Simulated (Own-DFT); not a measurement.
# Which defects push the lattice out? 4H SiC

The numbers are computed, not measured, by runs of the plane-wave DFT program Own-DFT (in-house, retired, unreviewed) at fixed positions, with no spin and no spin-orbit coupling.

Common settings: PBE; PseudoDojo norm-conserving scalar-relativistic files; cutoff 42 hartree; 4 x 4 x 3 k mesh centred on Gamma; Fermi-Dirac smearing of 0.1 eV.

Limits (not all hold for every row): some atoms lie very close together; not probed for a lower state with spin; forces on such cells failed a check on a denser k mesh; forces on such cells passed a denser k mesh, each cell not checked; stress not checked against mesh or cutoff.

All runs share one cell, with vectors in Å (9.248, 0.000, 0.000); (-4.624, 8.009, 0.000); (0.000, 0.000, 10.068) and a volume of 745.7 Å³. The atoms are randomly displaced, by u rms on each axis. The defect's site can differ from row to row.

| cell | formula | u (Å) | P (GPa) |
|---|---|---|---|
| no defect | C36Si36 | 0.0301 | 3.85 |
| no defect | C36Si36 | 0.0548 | 5.77 |
| no defect | C36Si36 | 0.0657 | 6.93 |
| one C on a Si site and one Si on a C site | C36Si36 | 0.0283 | 7.16 |
| one C on a Si site and one Si on a C site | C36Si36 | 0.0487 | 8.59 |
| one C on a Si site and one Si on a C site | C36Si36 | 0.0508 | 9.54 |
| two Al on a Si site each | Al2C36Si34 | 0.0309 | 5.94 |
| two Al on a Si site each | Al2C36Si34 | 0.0497 | 7.56 |
| two Al on a Si site each | Al2C36Si34 | 0.0515 | 7.21 |
| one C vacancy | C35Si36 | 0.0290 | 3.26 |
| one C vacancy | C35Si36 | 0.0294 | 3.72 |
| one C vacancy | C35Si36 | 0.0528 | 5.58 |
| two N on a C site each | C34N2Si36 | 0.0273 | ? |
| two N on a C site each | C34N2Si36 | 0.0315 | 2.60 |
| two N on a C site each | C34N2Si36 | 0.0479 | 3.89 |
| two N on a C site each | C34N2Si36 | 0.0494 | 4.03 |

## Fit

P = P0 + c u² + a shift for each defect gives P0 = 2.83 GPa, c = 980 ± 72 GPa/Å² and a scatter of 0.26 GPa. The shifts, and each times the cell's volume:

- one C on a Si site and one Si on a C site: 3.72 ± 0.22 GPa, 17.3 eV
- two Al on a Si site each: 2.09 ± 0.22 GPa, 9.7 eV (4.9 eV for each of its 2 sites)
- one C vacancy: -0.11 ± 0.23 GPa, -0.5 eV (not resolved)
- two N on a C site each: -1.20 ± 0.22 GPa, -5.6 eV (-2.8 eV for each of its 2 sites)

Positive is outwards. The product with the volume (160.2 GPa Å³ to the eV) is nearly free of the cell's size; divided by the bulk modulus at the cell's pressure it gives the volume that the defect adds. The atoms around the defects weren't relaxed, which would change these numbers.

## Test on the hidden row

Asked: what pressure belongs in the blank (two N on a C site each, u = 0.0273 Å)?

The fit gives 2.37 ± 0.32 GPa. The calculation gave 2.63 GPa.
